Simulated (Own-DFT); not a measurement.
GaN (wurtzite, strained, atoms displaced) (calculated)

All values are calculated (Own-DFT development build). A calculation, not a measurement: plane-wave PBE density functional theory by an unreviewed code, no spin, of a simulated periodic cell, stress positive in tension, free energy of the whole cell less one offset for each atom, forces on such cells passed a denser k mesh, this cell's mesh not checked; offsets are fitted by least squares, one for each functional and potential file, so energies compare only between cells with the same atoms and settings and are not formation energies; the far tail of each file's local potential was reset to the Coulomb form; each entry is a single point on an unrelaxed cell, so the pressure reflects the starting lattice, mostly measured values (interpolated for alloys), from which strain is counted, and rises with the displacements; printed positions are rounded, which can move forces by about a meV/angstrom; the program, named Own-DFT, is a retired in-house code; no spin-orbit coupling.

```cif
# cell vector a (Å): 12.7560 0.0000 0.0000
# cell vector b (Å): -4.7835 8.2853 0.0000
# cell vector c (Å): 0.0000 0.0000 10.5515
data_GaN
_symmetry_space_group_name_H-M 'P 1'
_symmetry_Int_Tables_number 1
_cell_length_a 12.7560
_cell_length_b 9.5670
_cell_length_c 10.5515
_cell_angle_alpha 90.000
_cell_angle_beta 90.000
_cell_angle_gamma 120.000
_cell_volume 1115.16
loop_
_atom_site_label
_atom_site_type_symbol
_atom_site_fract_x
_atom_site_fract_y
_atom_site_fract_z
_atom_site_occupancy
Ga1 Ga 0.08436 0.22550 0.00184 1
Ga2 Ga 0.17230 0.11199 0.24735 1
N1 N 0.08667 0.23118 0.19175 1
N2 N 0.16304 0.11913 0.44162 1
Ga3 Ga 0.08380 0.23273 0.49757 1
Ga4 Ga 0.15986 0.11645 0.74940 1
N3 N 0.08068 0.22111 0.68930 1
N4 N 0.17991 0.11644 0.93612 1
Ga5 Ga 0.07890 0.55215 0.00933 1
Ga6 Ga 0.16880 0.44939 0.25607 1
N5 N 0.08349 0.55135 0.18388 1
N6 N 0.16242 0.44415 0.43314 1
Ga7 Ga 0.08164 0.54497 0.50552 1
Ga8 Ga 0.17106 0.44503 0.74573 1
N7 N 0.08689 0.56401 0.69141 1
N8 N 0.17017 0.45374 0.93463 1
Ga9 Ga 0.07913 0.88389 0.99738 1
Ga10 Ga 0.16633 0.77688 0.25471 1
N9 N 0.07544 0.87580 0.18558 1
N10 N 0.16978 0.78929 0.44142 1
Ga11 Ga 0.08387 0.88656 0.49993 1
Ga12 Ga 0.16607 0.77804 0.74587 1
N11 N 0.08540 0.88188 0.68853 1
N12 N 0.16956 0.78539 0.94513 1
Ga13 Ga 0.32901 0.22628 0.99684 1
Ga14 Ga 0.41760 0.11431 0.24589 1
N13 N 0.33867 0.22614 0.18791 1
N14 N 0.41182 0.10235 0.43290 1
Ga15 Ga 0.33921 0.22711 0.50042 1
Ga16 Ga 0.41419 0.11173 0.75770 1
N15 N 0.33133 0.21751 0.68378 1
N16 N 0.41825 0.10638 0.93587 1
Ga17 Ga 0.33434 0.56746 0.00299 1
Ga18 Ga 0.41336 0.43641 0.25022 1
N17 N 0.32676 0.55817 0.19234 1
N18 N 0.42132 0.44626 0.43399 1
Ga19 Ga 0.33288 0.55560 0.50415 1
Ga20 Ga 0.41508 0.44227 0.75932 1
N19 N 0.34240 0.55940 0.69386 1
N20 N 0.41760 0.45080 0.93808 1
Ga21 Ga 0.33852 0.90125 0.99532 1
Ga22 Ga 0.41785 0.77599 0.24524 1
N21 N 0.33399 0.89398 0.19343 1
N22 N 0.41565 0.78671 0.43767 1
Ga23 Ga 0.33944 0.88708 0.50415 1
Ga24 Ga 0.41790 0.78064 0.74455 1
N23 N 0.33756 0.89240 0.68931 1
N24 N 0.42192 0.77326 0.92654 1
Ga25 Ga 0.58215 0.21961 0.99982 1
Ga26 Ga 0.66378 0.11365 0.23923 1
N25 N 0.58700 0.22145 0.18444 1
N26 N 0.66308 0.10227 0.43889 1
Ga27 Ga 0.58458 0.21964 0.50484 1
Ga28 Ga 0.66729 0.11501 0.75088 1
N27 N 0.58270 0.21547 0.68189 1
N28 N 0.66564 0.11516 0.93928 1
Ga29 Ga 0.57827 0.54297 0.00026 1
Ga30 Ga 0.66906 0.44612 0.25002 1
N29 N 0.57627 0.54679 0.18178 1
N30 N 0.67023 0.44194 0.43911 1
Ga31 Ga 0.58375 0.55915 0.50668 1
Ga32 Ga 0.66678 0.45385 0.75520 1
N31 N 0.58769 0.55802 0.69743 1
N32 N 0.66685 0.44892 0.93396 1
Ga33 Ga 0.58688 0.89232 0.00643 1
Ga34 Ga 0.66166 0.77826 0.24675 1
N33 N 0.58629 0.90991 0.17685 1
N34 N 0.66821 0.77939 0.44630 1
Ga35 Ga 0.58107 0.88930 0.49986 1
Ga36 Ga 0.66513 0.77144 0.75486 1
N35 N 0.58160 0.89241 0.68756 1
N36 N 0.66104 0.77786 0.93375 1
Ga37 Ga 0.83191 0.21990 0.99639 1
Ga38 Ga 0.91776 0.09986 0.23775 1
N37 N 0.82752 0.21375 0.19222 1
N38 N 0.91651 0.10959 0.43312 1
Ga39 Ga 0.83222 0.22565 0.50459 1
Ga40 Ga 0.91452 0.10981 0.75481 1
N39 N 0.82399 0.21846 0.69600 1
N40 N 0.91667 0.11950 0.94428 1
Ga41 Ga 0.83162 0.54586 0.00255 1
Ga42 Ga 0.91454 0.44499 0.25639 1
N41 N 0.83590 0.56150 0.19149 1
N42 N 0.90744 0.43750 0.44203 1
Ga43 Ga 0.83267 0.55067 0.50014 1
Ga44 Ga 0.91330 0.43123 0.74669 1
N43 N 0.82092 0.54347 0.68488 1
N44 N 0.91663 0.43850 0.93704 1
Ga45 Ga 0.82994 0.88213 0.00436 1
Ga46 Ga 0.92000 0.78562 0.25019 1
N45 N 0.82954 0.88581 0.18635 1
N46 N 0.92283 0.78254 0.43585 1
Ga47 Ga 0.83126 0.88429 0.49909 1
Ga48 Ga 0.91148 0.77155 0.75079 1
N47 N 0.82682 0.89107 0.68983 1
N48 N 0.92112 0.78620 0.94302 1
_calc_functional 'PBE'
_calc_potential_files 'PseudoDojo norm-conserving, scalar-relativistic, standard set with the stringent files for Ga'
_calc_wave_cutoff 96  # hartree
_calc_occupations 'Gaussian'
_calc_smearing_width 0.01  # eV
_calc_k_mesh '3 x 4 x 3 centred on Gamma'
_calc_free_energy_of_cell_above_offsets '-4.783'  # eV
_calc_pressure 3.81  # GPa
_calc_stress_xx -5.77  # GPa
_calc_stress_yy -5.01  # GPa
_calc_stress_zz -0.67  # GPa
_calc_stress_yz -0.27  # GPa
_calc_stress_xz 0.08  # GPa
_calc_stress_xy -0.17  # GPa
```

Force:
| element | x (eV/Å) | y (eV/Å) | z (eV/Å) |
| --- | --- | --- | --- |
| Ga | 0.554 | 0.694 | -0.098 |
| Ga | -1.036 | -0.506 | 0.835 |
| N | 0.746 | -1.085 | -0.888 |
| N | 1.471 | -0.372 | -0.643 |
| Ga | -0.209 | -2.205 | 0.042 |
| Ga | 2.293 | -1.395 | -0.101 |
| N | -1.016 | 0.818 | -0.578 |
| N | -3.832 | -1.499 | -0.563 |
| Ga | 0.682 | 0.851 | -2.175 |
| Ga | -0.919 | -0.494 | -1.182 |
| N | -0.731 | 0.287 | 2.375 |
| N | 0.9 | 0.99 | 1.489 |
| Ga | -1.391 | 1.944 | -0.371 |
| Ga | -0.444 | 0.617 | 1.175 |
| N | 0.104 | -2.328 | -0.775 |
| N | -0.08 | -0.866 | 0.308 |
| Ga | 1.412 | 1.133 | 0.599 |
| Ga | 0.137 | 0.047 | -0.283 |
| N | 1.108 | 2.041 | -0.081 |
| N | 1.047 | -2.074 | -0.327 |
| Ga | -0.418 | 1.406 | 0.518 |
| Ga | 1.069 | 0.8 | 1.645 |
| N | -2.206 | 1.125 | -0.027 |
| N | 0.206 | -1.12 | -1.057 |
| Ga | 2.647 | 1.005 | 1.046 |
| Ga | 0.847 | -0.389 | 1.034 |
| N | -0.835 | -0.759 | -1.049 |
| N | 0.349 | 1.436 | 0.421 |
| Ga | -0.462 | -1.144 | -0.388 |
| Ga | 0.704 | 0.062 | -1.926 |
| N | -0.377 | 0.816 | 1.097 |
| N | -0.675 | 2.468 | 0.482 |
| Ga | -0.04 | -0.732 | -0.322 |
| Ga | -0.402 | 1.497 | 0.129 |
| N | 1.956 | -0.202 | -0.717 |
| N | -0.757 | 0.397 | 0.703 |
| Ga | 0.557 | 0.382 | -0.502 |
| Ga | 0.715 | -0.31 | -1.243 |
| N | -1.207 | -0.807 | -1.534 |
| N | -0.385 | -0.874 | 0.844 |
| Ga | 0.243 | -2.937 | 1.169 |
| Ga | -0.793 | 1.33 | 0.752 |
| N | 0.279 | -0.641 | -1.305 |
| N | 1.928 | -2.362 | -0.833 |
| Ga | -2.317 | 1.22 | 0.089 |
| Ga | 0.425 | 0.397 | 0.679 |
| N | -0.839 | -0.403 | -0.04 |
| N | -0.873 | 1.444 | 1.8 |
| Ga | 0.033 | 0.624 | -0.171 |
| Ga | 1.077 | 0.903 | 2.765 |
| N | -1.821 | 1.261 | -0.235 |
| N | 0.075 | 1.343 | -0.812 |
| Ga | -0.473 | -0.444 | -1.411 |
| Ga | -1.552 | -1.533 | 0.582 |
| N | -1.188 | 1.098 | 1.957 |
| N | 0.483 | -0.39 | -0.451 |
| Ga | -0.252 | 1.675 | -0.252 |
| Ga | -0.312 | -0.235 | 0.437 |
| N | 0.409 | 1.062 | 0.984 |
| N | -1.306 | 0.219 | -0.4 |
| Ga | 0.804 | -0.562 | -0.206 |
| Ga | 0.599 | -2.367 | -0.817 |
| N | -1.748 | -0.671 | -1.418 |
| N | 0.631 | -0.784 | 1.169 |
| Ga | -0.637 | -0.287 | -3.285 |
| Ga | 0.038 | -0.201 | 0.578 |
| N | 0.416 | -3.756 | 2.279 |
| N | -0.787 | -0.63 | -1.714 |
| Ga | 0.356 | -0.022 | 0.773 |
| Ga | -1.335 | 1.624 | -0.551 |
| N | 1.029 | -0.384 | -0.113 |
| N | 1.318 | -0.336 | 1.696 |
| Ga | -0.925 | 0.357 | 1.509 |
| Ga | -1.153 | 2.103 | 1.846 |
| N | 1.12 | 1.268 | -0.953 |
| N | -0.339 | 0.24 | 0.498 |
| Ga | 0.059 | -2.314 | -0.693 |
| Ga | -0.4 | -0.109 | -0.026 |
| N | 2.535 | -0.003 | -1.477 |
| N | 1.453 | -1.602 | -0.713 |
| Ga | 0.012 | 0.936 | -0.034 |
| Ga | 0.507 | -0.815 | -0.765 |
| N | -0.09 | -0.547 | -0.51 |
| N | 1.881 | 0.884 | -0.249 |
| Ga | -0.823 | 1.283 | 0.212 |
| Ga | -0.472 | 2.245 | 0.865 |
| N | 2.037 | 1.312 | 0.44 |
| N | -0.497 | 0.776 | -0.205 |
| Ga | -0.684 | 0.431 | -1.138 |
| Ga | -0.557 | -0.983 | 0.587 |
| N | -0.068 | -0.984 | 0.057 |
| N | -1 | -0.987 | 0.323 |
| Ga | 0.718 | 1.245 | 0.321 |
| Ga | 0.361 | 0.327 | -0.241 |
| N | 1.486 | -0.257 | -0.109 |
| N | -1.15 | -1.718 | -1.148 |
